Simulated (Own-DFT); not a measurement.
SiC (4H silicon carbide, atoms displaced), SiC (4H silicon carbide, strained, atoms displaced), GaAs (zincblende with one plane slipped along a stacking-fault path, atoms displaced) (calculated)

A calculation, not a measurement: plane-wave PBE density functional theory by an unreviewed code, no spin, of a simulated periodic cell, stress positive in tension, free energy of the whole cell less one offset for each atom, forces on such cells passed a denser k mesh, this cell's mesh not checked; offsets are fitted by least squares, one for each functional and potential file, so energies compare only between cells with the same atoms and settings and are not formation energies; the far tail of each file's local potential was reset to the Coulomb form; each entry is a single point on an unrelaxed cell, so the pressure reflects the starting lattice, mostly measured values (interpolated for alloys), from which strain is counted, and rises with the displacements; printed positions are rounded, which can move forces by about a meV/angstrom; the program, named Own-DFT, is a retired in-house code; no spin-orbit coupling. Program: Own-DFT development build.

Common to all runs: functional PBE; potential files PseudoDojo norm-conserving, scalar-relativistic, standard set; wave cutoff 42 hartree; occupations Fermi-Dirac; smearing width 0.1 eV.

```json
{"entry": 1, "formula": "SiC", "kind": "4H silicon carbide, atoms displaced", "structure": {"cell_angstrom": [[12.3308, 0.0, 0.0], [-6.1654, 10.6788, 0.0], [0.0, 0.0, 10.0681]], "atoms_fractional": [["Si", 0.00449, 0.00107, 0.41001], ["Si", 0.0838, 0.16831, 0.15181], ["C", 0.00114, 0.00232, 0.09401], ["C", 0.08402, 0.16714, 0.3436], ["Si", 0.9985, 0.24934, 0.40904], ["Si", 0.08058, 0.41334, 0.16165], ["C", 0.00016, 0.24803, 0.09575], ["C", 0.0868, 0.42097, 0.34829], ["Si", 0.99885, 0.49976, 0.40501], ["Si", 0.09047, 0.66868, 0.15623], ["C", 0.00188, 0.50242, 0.08695], ["C", 0.0839, 0.66428, 0.34311], ["Si", 0.99841, 0.75008, 0.4065], ["Si", 0.08366, 0.9224, 0.158], ["C", 0.00239, 0.75611, 0.09797], ["C", 0.08331, 0.91571, 0.34123], ["Si", 0.25269, 0.00221, 0.40605], ["Si", 0.33566, 0.1647, 0.15417], ["C", 0.24768, 0.99769, 0.1002], ["C", 0.33747, 0.16693, 0.34374], ["Si", 0.25204, 0.24921, 0.40238], ["Si", 0.33179, 0.41242, 0.16328], ["C", 0.25049, 0.25177, 0.09547], ["C", 0.33679, 0.42011, 0.34009], ["Si", 0.2512, 0.49976, 0.40828], ["Si", 0.33169, 0.66405, 0.15818], ["C", 0.24921, 0.50007, 0.09305], ["C", 0.33476, 0.66591, 0.3425], ["Si", 0.25419, 0.7496, 0.40701], ["Si", 0.33574, 0.91993, 0.15415], ["C", 0.25019, 0.75159, 0.09201], ["C", 0.33144, 0.91453, 0.34491], ["Si", 0.49596, 0.99658, 0.40793], ["Si", 0.58032, 0.16284, 0.15449], ["C", 0.49976, 0.99792, 0.09252], ["C", 0.58447, 0.17021, 0.34264], ["Si", 0.50118, 0.25502, 0.40553], ["Si", 0.58071, 0.41101, 0.15831], ["C", 0.50405, 0.24926, 0.09205], ["C", 0.58148, 0.41914, 0.34017], ["Si", 0.49912, 0.49846, 0.40408], ["Si", 0.58339, 0.66581, 0.15268], ["C", 0.49868, 0.49993, 0.09193], ["C", 0.58367, 0.66809, 0.35102], ["Si", 0.49574, 0.74775, 0.40422], ["Si", 0.58343, 0.91455, 0.1589], ["C", 0.49836, 0.74726, 0.09602], ["C", 0.58433, 0.92006, 0.34512], ["Si", 0.74994, 0.99761, 0.40492], ["Si", 0.83554, 0.16551, 0.15589], ["C", 0.75022, 0.00024, 0.09342], ["C", 0.83908, 0.16873, 0.34602], ["Si", 0.75251, 0.25322, 0.40206], ["Si", 0.82867, 0.4164, 0.15978], ["C", 0.74988, 0.25064, 0.09277], ["C", 0.83237, 0.41611, 0.34381], ["Si", 0.74721, 0.50004, 0.39935], ["Si", 0.83192, 0.66527, 0.15728], ["C", 0.75302, 0.50556, 0.09299], ["C", 0.83216, 0.66374, 0.34192], ["Si", 0.75573, 0.75274, 0.40105], ["Si", 0.83096, 0.91374, 0.15807], ["C", 0.75504, 0.74934, 0.09843], ["C", 0.83257, 0.91777, 0.34404], ["Si", 0.00019, 0.99879, 0.90719], ["Si", 0.91795, 0.83272, 0.65811], ["C", 0.00402, 0.00049, 0.59726], ["C", 0.91585, 0.83434, 0.84322], ["Si", 0.0025, 0.75423, 0.91414], ["Si", 0.91791, 0.58796, 0.65448], ["C", 0.9935, 0.74936, 0.5971], ["C", 0.9148, 0.58654, 0.84691], ["Si", 0.99817, 0.49998, 0.90866], ["Si", 0.91798, 0.33134, 0.65777], ["C", 0.00581, 0.50525, 0.59673], ["C", 0.91541, 0.33564, 0.84111], ["Si", 0.00214, 0.25397, 0.9051], ["Si", 0.91567, 0.08608, 0.65235], ["C", 0.99884, 0.25023, 0.59402], ["C", 0.91338, 0.08028, 0.84631], ["Si", 0.75025, 0.99538, 0.90683], ["Si", 0.66554, 0.83369, 0.65398], ["C", 0.74972, 0.00066, 0.59672], ["C", 0.66741, 0.83707, 0.84064], ["Si", 0.74502, 0.74767, 0.8999], ["Si", 0.6641, 0.58751, 0.65036], ["C", 0.75119, 0.75292, 0.59625], ["C", 0.67179, 0.58779, 0.8512], ["Si", 0.74683, 0.49722, 0.90513], ["Si", 0.67044, 0.33304, 0.65626], ["C", 0.74277, 0.49609, 0.59453], ["C", 0.66805, 0.33273, 0.84076], ["Si", 0.74886, 0.2531, 0.91129], ["Si", 0.6697, 0.08828, 0.65329], ["C", 0.75106, 0.25744, 0.59536], ["C", 0.66596, 0.08748, 0.83749], ["Si", 0.4937, 0.9973, 0.91308], ["Si", 0.4181, 0.83387, 0.6565], ["C", 0.50168, 0.99949, 0.59658], ["C", 0.41783, 0.83825, 0.84358], ["Si", 0.49417, 0.74646, 0.90549], ["Si", 0.41876, 0.5814, 0.64981], ["C", 0.5007, 0.74904, 0.59276], ["C", 0.41728, 0.58634, 0.8401], ["Si", 0.50163, 0.49961, 0.90974], ["Si", 0.41845, 0.33253, 0.66294], ["C", 0.49698, 0.49747, 0.59242], ["C", 0.41517, 0.33143, 0.84291], ["Si", 0.49891, 0.24727, 0.90566], ["Si", 0.41859, 0.08236, 0.656], ["C", 0.49968, 0.25145, 0.59061], ["C", 0.41815, 0.08528, 0.83992], ["Si", 0.24989, 0.99966, 0.90259], ["Si", 0.16586, 0.83603, 0.65631], ["C", 0.24996, 0.00423, 0.59393], ["C", 0.16577, 0.83244, 0.8388], ["Si", 0.25301, 0.74951, 0.90542], ["Si", 0.1683, 0.58532, 0.65413], ["C", 0.24895, 0.75023, 0.59353], ["C", 0.16749, 0.57993, 0.84246], ["Si", 0.251, 0.50003, 0.90441], ["Si", 0.16586, 0.3363, 0.65276], ["C", 0.25251, 0.49838, 0.59125], ["C", 0.16443, 0.33717, 0.84588], ["Si", 0.24405, 0.24698, 0.90982], ["Si", 0.17154, 0.08615, 0.65931], ["C", 0.24874, 0.24952, 0.59123], ["C", 0.17134, 0.08772, 0.84379]]}, "settings": {"hardware": "one NVIDIA H200", "k_mesh": "3 x 3 x 3 centred on Gamma"}, "results": {"free_energy_of_cell_above_offsets [eV]": "-18.845", "pressure [GPa]": 3.71, "stress_xx [GPa]": -2.52, "stress_yy [GPa]": -3.73, "stress_zz [GPa]": -4.87, "stress_yz [GPa]": -0.56, "stress_xz [GPa]": 0.07, "stress_xy [GPa]": 0.21, "force_element": ["Si", "Si", "C", "C", "Si", "Si", "C", "C", "Si", "Si", "C", "C", "Si", "Si", "C", "C", "Si", "Si", "C", "C", "Si", "Si", "C", "C", "Si", "Si", "C", "C", "Si", "Si", "C", "C", "Si", "Si", "C", "C", "Si", "Si", "C", "C", "Si", "Si", "C", "C", "Si", "Si", "C", "C", "Si", "Si", "C", "C", "Si", "Si", "C", "C", "Si", "Si", "C", "C", "Si", "Si", "C", "C", "Si", "Si", "C", "C", "Si", "Si", "C", "C", "Si", "Si", "C", "C", "Si", "Si", "C", "C", "Si", "Si", "C", "C", "Si", "Si", "C", "C", "Si", "Si", "C", "C", "Si", "Si", "C", "C", "Si", "Si", "C", "C", "Si", "Si", "C", "C", "Si", "Si", "C", "C", "Si", "Si", "C", "C", "Si", "Si", "C", "C", "Si", "Si", "C", "C", "Si", "Si", "C", "C", "Si", "Si", "C", "C"], "force_x [eV/angstrom]": [-0.619, 0.16, -0.364, 0.08, 1.213, 0.143, -0.418, -0.378, 0.328, -1.975, -0.246, -0.082, 0.736, 0.158, 0.492, 0.049, -0.451, -0.548, 0.51, -0.594, -0.408, -0.383, 0.574, -0.419, 0.108, -0.072, 0.252, -0.557, -1.269, -0.313, 1.164, 0.306, 0.381, 1.01, -0.063, -0.012, 0.682, -0.056, -0.977, 0.481, -0.139, 0.455, 0.325, 0.352, 1.306, -0.019, -0.075, -0.114, -0.393, -0.587, -0.103, -1.436, -0.174, 1.193, 0.066, -0.056, 0.297, 1.12, -0.521, 0.167, -1.291, 0.489, -1.917, 1.127, -0.375, -1.183, -0.668, 0.318, -0.598, -0.354, 1.766, 0.674, 0.106, -1.105, -1.132, 0.34, -1.167, 1.024, 0.244, 0.9, -1.502, 0.227, -0.089, -0.529, 1.037, 0.952, 0.199, -1.35, 0.744, -2.097, 0.846, -1.038, 0.919, -0.258, 1.888, 0.291, 1.581, -0.165, -0.228, 0.191, 0.804, -0.729, -0.665, 0.562, -0.459, -0.728, 0.686, -0.131, 0.2, -0.389, 0.701, -0.384, 0.182, -0.068, 1.082, 0.274, -0.906, 0.543, 0.427, -0.606, -0.058, 0.85, -0.736, 1.243, 0.684, -1.143, 0.337, -0.679], "force_y [eV/angstrom]": [0.049, -0.535, -0.165, 0.113, 0.703, 1.022, 0.717, -1.189, 0.451, -0.289, -0.731, 0.728, -0.287, -1.083, -0.755, 0.471, -0.558, 0.431, 0.841, 0.168, 0.232, 1.614, -0.839, -0.989, 0.121, 0.145, -0.69, -0.239, -0.348, -1.179, 0.368, 0.309, 1.336, 0.589, 0.107, -0.77, -0.688, 1.831, -0.483, -0.534, 1.008, -0.001, -0.893, -0.231, 0.942, 0.153, 0.437, -0.877, 0.89, 0.246, -0.648, -0.661, -0.96, 0.664, -0.321, 0.603, -0.371, 0.8, -2.054, 0.658, -0.585, 0.773, 0.225, 0.089, 0.313, 0.834, 0.182, -0.158, -0.725, -1.64, 0.639, -0.162, 0.476, 1.487, -1.149, -0.432, -1.018, -1.146, 0.179, 1.238, 1.789, 0.299, 0.173, -1.811, 1.765, -0.946, 0.125, -1.888, 0.901, 0.54, 1.402, 0.154, -0.938, -0.193, -1.475, -0.792, 1.433, -0.172, 0.105, -1.238, 1.379, 0.462, 0.084, -1.195, 0.26, -0.11, -0.103, 0.252, 0.853, 0.592, -0.341, -0.791, 0.035, -0.436, -0.886, 0.279, -0.392, -0.23, 0.617, 0.956, 0.434, -0.95, 0.838, -0.953, 1.598, 0.269, 0.617, -1.174], "force_z [eV/angstrom]": [-0.392, 1.31, -0.08, -0.06, -0.533, -1.207, -0.646, -0.238, 0.882, -0.172, 2.706, 0.421, -0.196, -0.153, 0.203, 1.234, 0.062, 0.325, -1.853, -0.521, 0.584, -2.588, -0.089, 1.81, -0.686, -0.824, 0.544, 0.504, -0.127, 0.798, 0.154, -0.281, -0.008, 0.538, 1.015, 0.229, 0.191, -1.385, -0.165, 0.473, 0.447, 1.282, 1.006, -1.447, 0.481, -0.511, -0.562, -0.059, 0.824, 0.119, 0.338, -0.492, 0.996, -1.466, 1.125, -0.009, 1.811, -0.433, 0.309, 0.375, 1.303, -0.471, -1.351, 0.194, -0.572, 0.308, -0.297, 0.72, -1.275, 1.037, -1.462, -0.226, -1.882, -0.265, -0.946, 1.22, 0.244, 1.401, -0.119, -0.536, -0.493, 0.209, -1.352, 0.574, 1.576, 1.317, -1.148, -1.929, 0.078, -0.058, -0.94, 1.013, -1.797, 0.486, -1.574, 2.187, -2.527, 0.026, -0.931, 0.281, 0.009, 1.117, -0.256, 0.14, -1.188, -1.901, -0.143, 1.655, -0.597, -0.703, 0.84, 1.317, 0.66, -0.776, -0.156, 1.52, -0.548, 0.585, -0.011, 0.139, 0.55, 0.772, 0.202, -0.837, -0.692, -0.684, 0.427, 0.621], "wall_time [s]": 530.3}}
{"entry": 2, "formula": "SiC", "kind": "4H silicon carbide, strained, atoms displaced", "structure": {"cell_angstrom": [[9.2809, 0.0729, -0.1265], [-4.5773, 7.989, 0.0957], [-0.1377, 0.0407, 9.9188]], "atoms_fractional": [["Si", 0.00073, 0.00469, 0.4021], ["Si", 0.10239, 0.21797, 0.16075], ["C", 0.01205, 0.01149, 0.0924], ["C", 0.11684, 0.22069, 0.34777], ["Si", 0.00985, 0.34048, 0.40049], ["Si", 0.11385, 0.55881, 0.15712], ["C", 0.00647, 0.32945, 0.08706], ["C", 0.12056, 0.56661, 0.34135], ["Si", 0.00141, 0.67072, 0.41109], ["Si", 0.10507, 0.89237, 0.1651], ["C", 0.01038, 0.66842, 0.08921], ["C", 0.12618, 0.89326, 0.34031], ["Si", 0.34289, 0.00197, 0.41283], ["Si", 0.44155, 0.21965, 0.15249], ["C", 0.33333, 0.00033, 0.0949], ["C", 0.43611, 0.21644, 0.33879], ["Si", 0.33331, 0.33806, 0.39314], ["Si", 0.43925, 0.54679, 0.15852], ["C", 0.33213, 0.32852, 0.0904], ["C", 0.45608, 0.56284, 0.34796], ["Si", 0.34292, 0.66771, 0.39672], ["Si", 0.45111, 0.89108, 0.15459], ["C", 0.33572, 0.67345, 0.10202], ["C", 0.43769, 0.89163, 0.33411], ["Si", 0.65942, 0.99151, 0.40109], ["Si", 0.77258, 0.21346, 0.1535], ["C", 0.66426, 0.99849, 0.09659], ["C", 0.78508, 0.22585, 0.35415], ["Si", 0.66254, 0.33511, 0.40225], ["Si", 0.77284, 0.55267, 0.14391], ["C", 0.66528, 0.32888, 0.0929], ["C", 0.77733, 0.5662, 0.34754], ["Si", 0.67996, 0.6713, 0.40498], ["Si", 0.76951, 0.88628, 0.15286], ["C", 0.65619, 0.65592, 0.09377], ["C", 0.77043, 0.88448, 0.33625], ["Si", 0.99959, 0.00216, 0.90331], ["Si", 0.89444, 0.77984, 0.65886], ["C", 0.99515, 0.99696, 0.59626], ["C", 0.89243, 0.76435, 0.83975], ["Si", 0.99005, 0.6691, 0.9092], ["Si", 0.88108, 0.43182, 0.66964], ["C", 0.0033, 0.66941, 0.58767], ["C", 0.89347, 0.45685, 0.83495], ["Si", 0.99415, 0.32934, 0.90499], ["Si", 0.88593, 0.12072, 0.65561], ["C", 0.98873, 0.33058, 0.59484], ["C", 0.88558, 0.11804, 0.836], ["Si", 0.66962, 0.99891, 0.90201], ["Si", 0.55675, 0.77605, 0.65785], ["C", 0.67156, 0.0163, 0.58939], ["C", 0.55245, 0.78482, 0.84494], ["Si", 0.67314, 0.67115, 0.90941], ["Si", 0.5648, 0.44818, 0.65859], ["C", 0.65845, 0.66763, 0.59182], ["C", 0.55606, 0.44453, 0.84006], ["Si", 0.66312, 0.3213, 0.90896], ["Si", 0.56144, 0.11524, 0.65928], ["C", 0.67339, 0.32389, 0.59175], ["C", 0.55507, 0.11109, 0.84102], ["Si", 0.32423, 0.99794, 0.90528], ["Si", 0.2158, 0.77052, 0.65568], ["C", 0.33335, 0.99618, 0.59967], ["C", 0.2179, 0.78981, 0.84674], ["Si", 0.32906, 0.65836, 0.91391], ["Si", 0.20872, 0.43633, 0.65618], ["C", 0.33683, 0.6599, 0.59718], ["C", 0.21734, 0.44506, 0.84135], ["Si", 0.32317, 0.33339, 0.90976], ["Si", 0.23095, 0.11735, 0.66234], ["C", 0.33021, 0.34485, 0.59504], ["C", 0.22262, 0.11438, 0.84237]]}, "settings": {"hardware": "one NVIDIA H100", "k_mesh": "4 x 4 x 3 centred on Gamma"}, "results": {"free_energy_of_cell_above_offsets [eV]": "-3.816", "pressure [GPa]": 7.92, "stress_xx [GPa]": -2.47, "stress_yy [GPa]": -4.17, "stress_zz [GPa]": -17.11, "stress_yz [GPa]": 0.7, "stress_xz [GPa]": -4.87, "stress_xy [GPa]": 4.43, "force_element": ["Si", "Si", "C", "C", "Si", "Si", "C", "C", "Si", "Si", "C", "C", "Si", "Si", "C", "C", "Si", "Si", "C", "C", "Si", "Si", "C", "C", "Si", "Si", "C", "C", "Si", "Si", "C", "C", "Si", "Si", "C", "C", "Si", "Si", "C", "C", "Si", "Si", "C", "C", "Si", "Si", "C", "C", "Si", "Si", "C", "C", "Si", "Si", "C", "C", "Si", "Si", "C", "C", "Si", "Si", "C", "C", "Si", "Si", "C", "C", "Si", "Si", "C", "C"], "force_x [eV/angstrom]": [0.653, 2.011, -2.308, -1.904, -1.143, 0.488, -2.422, -0.359, 0.449, 2.652, -3.021, -2.35, -1.437, 0.602, -0.272, 1.022, 1.485, -0.086, -1.302, -0.092, -1.249, -2.122, 0.763, 2.178, 0.023, 0.983, 0.364, -0.779, 1.002, 1.778, -0.115, 2.968, -2.873, 1.785, 0.146, 1.112, 0.612, -0.854, 0.258, -5.202, 5.425, 0.085, -0.808, -0.172, 0.353, 1.289, 1.717, 0.688, -1.355, -1.14, 0.396, 1.298, -1.143, -1.415, 2.892, -0.244, -0.795, -1.176, -2.648, -0.069, 1.46, 1.372, 0.323, 0.875, -1.06, 0.848, -1.658, -0.528, 1.847, -1.169, 2.142, -1.071], "force_y [eV/angstrom]": [-1.845, 0.972, -2.485, 0.875, -0.171, -0.607, 0.883, -1.458, 0.014, -0.548, 0.125, -0.296, -0.017, -0.718, -0.217, 1.449, 0.012, 0.863, 0.567, -1.052, 0.65, 0.348, -1.844, -0.284, 1.764, 1.82, 0.034, -0.543, 0.012, 0.239, 0.035, -2.269, 0.399, -0.474, 1.767, 1.217, -0.143, -0.712, 1.409, 3.899, -1.122, 1.848, -1.208, -1.797, 1.743, -2.206, 1.511, -1.417, 0.616, 1.128, -3.278, -1.617, -1.274, -0.775, 0.36, -0.081, 2.099, -1.403, 2.091, -0.671, 1.16, 0.74, 0.831, -3.351, 2.152, 1.379, 0.836, -0.388, 0.276, -0.049, -1.98, 0.178], "force_z [eV/angstrom]": [1.434, -0.739, -0.284, -1.128, 1.401, -0.614, 1.57, 0.76, -2.418, -3.028, 1.541, 2.97, -0.582, -0.056, -0.546, 0.952, 3.366, -0.246, 1.779, -1.617, 2.26, -0.87, -1.046, 2.368, 0.752, 1.722, -1.836, -2.856, 0.389, 2.405, 0.409, -2.008, 1.222, -0.27, -0.387, 1.165, -0.679, -2.232, -0.285, 0.995, -0.206, -6.617, 2.648, 6.476, -0.934, -1.951, -0.815, 2.286, 0.404, -0.487, 0.244, 0.651, -1.936, -1.639, 0.374, 2.438, -1.615, -1.09, 0.108, 1.595, 0.814, 0.549, -0.424, -0.414, -1.349, -0.599, -1.122, 1.383, -2.186, -2.815, -1.034, 1.526], "wall_time [s]": 346.7}}
{"entry": 3, "formula": "GaAs", "kind": "zincblende with one plane slipped along a stacking-fault path, atoms displaced", "structure": {"cell_angstrom": [[5.6533, -5.6533, 0.0], [0.0, 5.6533, -5.6533], [12.1546, 12.1546, 9.6106]], "atoms_fractional": [["Ga", 0.98821, 0.97694, 0.9986], ["As", 0.9834, 0.96797, 0.12942], ["Ga", 0.14965, 0.28555, 0.16827], ["As", 0.12555, 0.2388, 0.2936], ["Ga", 0.28089, 0.07213, 0.33383], ["As", 0.25278, 0.02931, 0.46019], ["Ga", 0.08335, 0.15959, 0.50471], ["As", 0.06142, 0.12901, 0.62737], ["Ga", 0.20199, 0.42132, 0.66484], ["As", 0.19875, 0.39869, 0.78917], ["Ga", 0.34952, 0.20513, 0.83207], ["As", 0.34465, 0.17027, 0.95799], ["Ga", 0.99042, 0.4994, 0.00083], ["As", 0.98666, 0.4587, 0.12757], ["Ga", 0.14861, 0.78665, 0.16467], ["As", 0.12465, 0.73949, 0.29135], ["Ga", 0.28432, 0.56387, 0.33314], ["As", 0.26255, 0.53151, 0.45947], ["Ga", 0.0552, 0.64896, 0.49464], ["As", 0.06041, 0.6355, 0.62183], ["Ga", 0.22978, 0.9413, 0.66624], ["As", 0.20049, 0.90047, 0.78624], ["Ga", 0.35785, 0.72623, 0.82733], ["As", 0.3461, 0.6849, 0.95983], ["Ga", 0.48632, 0.00208, 0.00452], ["As", 0.48653, 0.96762, 0.12258], ["Ga", 0.62846, 0.27153, 0.17135], ["As", 0.62737, 0.25315, 0.29222], ["Ga", 0.77542, 0.07262, 0.33399], ["As", 0.75948, 0.03608, 0.45697], ["Ga", 0.58654, 0.15223, 0.49769], ["As", 0.56175, 0.12763, 0.62395], ["Ga", 0.7223, 0.44754, 0.67165], ["As", 0.68968, 0.3795, 0.78867], ["Ga", 0.84624, 0.2111, 0.83278], ["As", 0.84921, 0.18041, 0.96533], ["Ga", 0.4969, 0.50773, 0.99906], ["As", 0.48698, 0.46718, 0.12671], ["Ga", 0.65271, 0.7964, 0.16426], ["As", 0.62148, 0.75041, 0.29485], ["Ga", 0.78535, 0.5583, 0.33036], ["As", 0.7608, 0.53082, 0.46017], ["Ga", 0.58825, 0.64502, 0.50133], ["As", 0.55154, 0.62428, 0.62793], ["Ga", 0.70744, 0.92781, 0.6679], ["As", 0.6923, 0.88253, 0.78954], ["Ga", 0.86151, 0.71262, 0.83063], ["As", 0.84397, 0.67086, 0.95642]]}, "settings": {"k_mesh": "4 x 4 x 2 centred on Gamma"}, "results": {"free_energy_of_cell_above_offsets [eV]": "-16.156", "pressure [GPa]": 4.48, "stress_xx [GPa]": -4.73, "stress_yy [GPa]": -5.74, "stress_zz [GPa]": -2.97, "stress_yz [GPa]": 0.92, "stress_xz [GPa]": -0.3, "stress_xy [GPa]": -0.08, "force_element": ["Ga", "As", "Ga", "As", "Ga", "As", "Ga", "As", "Ga", "As", "Ga", "As", "Ga", "As", "Ga", "As", "Ga", "As", "Ga", "As", "Ga", "As", "Ga", "As", "Ga", "As", "Ga", "As", "Ga", "As", "Ga", "As", "Ga", "As", "Ga", "As", "Ga", "As", "Ga", "As", "Ga", "As", "Ga", "As", "Ga", "As", "Ga", "As"], "force_x [eV/angstrom]": [1.251, -0.182, 0.191, -0.884, 0.481, 0.081, -0.478, -1.195, 1.12, -0.126, 0.346, -1.039, 1.459, -0.67, -0.058, 0.162, 0.112, -0.194, 3.337, -0.26, -0.6, -0.062, 0.497, -1.143, 0.601, 0.461, 0.261, -0.869, 0.5, 0.825, -0.482, 0.477, -0.925, 0.763, 1.063, -1.561, 0.346, -0.09, 0.002, -0.188, 0.616, -2.577, -0.483, -0.6, 0.375, 0.796, -0.274, -1.183], "force_y [eV/angstrom]": [0.569, -1.322, 0.231, 0.749, -0.634, -1.814, 1.312, -1.237, 1.57, 0.39, 0.501, 1.425, -0.744, 0.538, 0.231, 0.226, 0.095, -0.685, -0.043, -0.515, 0.132, 0.486, 0.15, 0.326, -1.974, 0.697, -0.586, 0.091, -0.734, -2.645, 2.958, -0.282, -0.847, 1.403, -0.504, -0.351, -0.698, -0.26, 0.625, -0.872, 1.284, -2.646, 3.487, -1.122, 0.322, 0.476, -0.251, 0.493], "force_z [eV/angstrom]": [-0.611, -0.417, -0.128, -0.688, 0.941, 0.799, -1.363, 1.999, -1.881, 0.549, -0.474, -0.974, 0.436, -0.103, 0.454, -0.586, 0.345, 0.835, -1.171, 0.978, -0.886, 0.698, 1.061, -0.522, -0.264, 0.834, -1.151, 0.897, 0.128, 1.479, -0.672, -0.096, -1.069, 0.126, 0.644, 0.011, 0.788, -0.256, 1.052, -0.282, -0.877, 1.268, -1.211, 0.781, -1.376, -0.274, 0.359, -0.128]}}
```
